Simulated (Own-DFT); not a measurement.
# Which defects push the lattice out? zincblende GaAs

No measurement is shown. These are fixed-geometry runs of a retired plane-wave code named Own-DFT, which no person has reviewed; spin and spin-orbit coupling are neglected.

Common settings: PBE; PseudoDojo norm-conserving scalar-relativistic files; cutoff 42 hartree; 3 x 3 x 3 k mesh centred on Gamma; Fermi-Dirac smearing of 0.1 eV.

Keep in mind (not all hold for every row): not probed for a lower state with spin; forces not confirmed at this smearing and k mesh; stress not checked against mesh or cutoff.

All runs share one cell, with vectors in Å (11.737, 0.000, 0.000); (0.000, 11.737, 0.000); (0.000, 0.000, 10.833) and a volume of 1492.4 Å³, strained against the parent crystal. u is the rms random offset of the atoms per axis. The defect's site can differ from row to row.

| cell | formula | u (Å) | P (GPa) |
|---|---|---|---|
| no defect | As32Ga32 | 0.0281 | 1.22 |
| no defect | As32Ga32 | 0.0516 | 1.58 |
| no defect | As32Ga32 | 0.0523 | 1.56 |
| one As vacancy and one Ga vacancy | As31Ga31 | 0.0316 | ? |
| one As vacancy and one Ga vacancy | As31Ga31 | 0.0323 | 0.99 |
| one As vacancy and one Ga vacancy | As31Ga31 | 0.0488 | 1.30 |
| one As vacancy and one Ga vacancy | As31Ga31 | 0.0490 | 1.17 |
| one Al on a Ga site | AlAs32Ga31 | 0.0272 | 1.20 |
| one Al on a Ga site | AlAs32Ga31 | 0.0315 | 1.26 |
| one Al on a Ga site | AlAs32Ga31 | 0.0503 | 1.46 |
| one P on an As site | As31Ga32P | 0.0292 | 0.96 |
| one P on an As site | As31Ga32P | 0.0293 | 1.01 |
| one P on an As site | As31Ga32P | 0.0303 | 1.07 |
| one In on a Ga site | As32Ga31In | 0.0495 | 2.01 |
| one In on a Ga site | As32Ga31In | 0.0498 | 2.12 |
| one In on a Ga site | As32Ga31In | 0.0524 | 2.26 |

## Worked fit

P = P0 + c u² + a shift for each defect gives P0 = 1.10 GPa, c = 174 ± 27 GPa/Å² and a scatter of 0.06 GPa. The shifts, and each times the cell's volume:

- one In on a Ga site: 0.59 ± 0.05 GPa, 5.5 eV
- one Al on a Ga site: -0.04 ± 0.05 GPa, -0.4 eV (not resolved)
- one P on an As site: -0.24 ± 0.06 GPa, -2.2 eV
- one As vacancy and one Ga vacancy: -0.28 ± 0.05 GPa, -2.6 eV

Against the defect-free cell, a freed cell would be larger where the shift is positive and smaller where it is negative (160.2 GPa Å³ is 1 eV). The atoms around the defects weren't relaxed, which would change these numbers.

## Check

Question: what pressure belongs in the blank (one As vacancy and one Ga vacancy, u = 0.0316 Å)?

The fit gives 0.99 ± 0.08 GPa. The run itself gave 0.96 GPa.
